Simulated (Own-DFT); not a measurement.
SiC (2H silicon carbide, atoms displaced) (calculated)

A calculation, not a measurement: plane-wave PBE density functional theory by an unreviewed code, no spin, of a simulated periodic cell, stress positive in tension, free energy of the whole cell less one offset for each atom, forces on such cells passed a denser k mesh, this cell's mesh not checked; offsets are fitted by least squares, one for each functional and potential file, so energies compare only between cells with the same atoms and settings and are not formation energies; the far tail of each file's local potential was reset to the Coulomb form; each entry is a single point on an unrelaxed cell, so the pressure reflects the starting lattice, mostly measured values (interpolated for alloys), from which strain is counted, and rises with the displacements; printed positions are rounded, which can move forces by about a meV/angstrom; the program, named Own-DFT, is a retired in-house code; no spin-orbit coupling. Program: Own-DFT development build.

SiC (2H silicon carbide, atoms displaced)

```
SiC
1.0
      6.1654     0.0000     0.0000
     -3.0827     5.3394     0.0000
      0.0000     0.0000    10.0681
Si C Si C Si C Si C Si C Si C Si C Si C
2 2 2 2 2 2 2 2 2 2 2 2 2 2 2 2
Direct
  0.98516 0.99689 0.00107
  0.19044 0.32086 0.25343
  0.06547 0.02103 0.20023
  0.14318 0.33009 0.44805
  0.00861 0.03214 0.48117
  0.15867 0.33405 0.74221
  0.00518 0.98695 0.69569
  0.21130 0.34459 0.93105
  0.99874 0.51835 0.00600
  0.15542 0.82899 0.25425
  0.99766 0.48970 0.19789
  0.16418 0.82981 0.42742
  0.99660 0.52332 0.49667
  0.19841 0.81856 0.75289
  0.02670 0.50955 0.67874
  0.16599 0.83738 0.94300
  0.51000 0.00768 0.00071
  0.64797 0.29159 0.24305
  0.49039 0.97812 0.17449
  0.65077 0.32721 0.43396
  0.49197 0.99339 0.49179
  0.68382 0.31856 0.74625
  0.52713 0.99661 0.68987
  0.64604 0.33794 0.94713
  0.50720 0.48869 0.01991
  0.67636 0.83337 0.25637
  0.50058 0.51500 0.18581
  0.68118 0.86828 0.42918
  0.48333 0.52118 0.49745
  0.67099 0.82788 0.73951
  0.50883 0.51112 0.68408
  0.68007 0.86010 0.92592
```

Here we set functional PBE, potential files PseudoDojo norm-conserving, scalar-relativistic, standard set, wave cutoff 42 hartree, occupations Fermi-Dirac, smearing width 0.1 eV, hardware one NVIDIA H100 and k mesh 5 x 5 x 3 centred on Gamma.

Results for SiC (2H silicon carbide, atoms displaced): free energy of cell above offsets 4.329 eV; pressure 10 GPa; stress xx -5.4 GPa; stress yy -13.02 GPa; stress zz -11.59 GPa; stress yz -0.58 GPa; stress xz -0.57 GPa; stress xy 3.61 GPa; wall time 119.7 s.

Force:
```tsv
element	x (eV/Å)	y (eV/Å)	z (eV/Å)
Si	2.861	2.487	-1.159
Si	-3.817	4.315	1.006
C	-7.39	-1.233	-4.171
C	1.351	6.679	-3.33
Si	1.705	-6.686	5.112
Si	4.315	-1.748	1.718
C	0.999	1.021	-2.59
C	-4.501	-0.881	1.175
Si	1.963	-2.224	-0.129
Si	5.609	-4.434	-1.536
C	-0.15	-0.642	-0.96
C	-0.453	2.038	2.741
Si	-0.733	-2.981	-0.391
Si	-3.535	2.386	0.826
C	-2.544	-0.684	0.652
C	0.566	0.112	-0.728
Si	-0.826	-1.133	-2.345
Si	0.612	3.423	1.102
C	1.017	-0.385	3.619
C	-0.819	1.038	0.289
Si	-0.61	2.119	1.602
Si	-2.464	2.964	0.882
C	-2.683	0.349	-2.306
C	5.24	-0.742	-2.278
Si	-3.089	2.988	-5.797
Si	-0.218	0.995	-3.231
C	2.315	-0.743	4.483
C	-0.301	-2.732	1.447
Si	2.659	-1.398	0.514
Si	3.113	-0.059	2.221
C	0.348	-2.401	-0.701
C	-0.541	-1.809	2.263
```
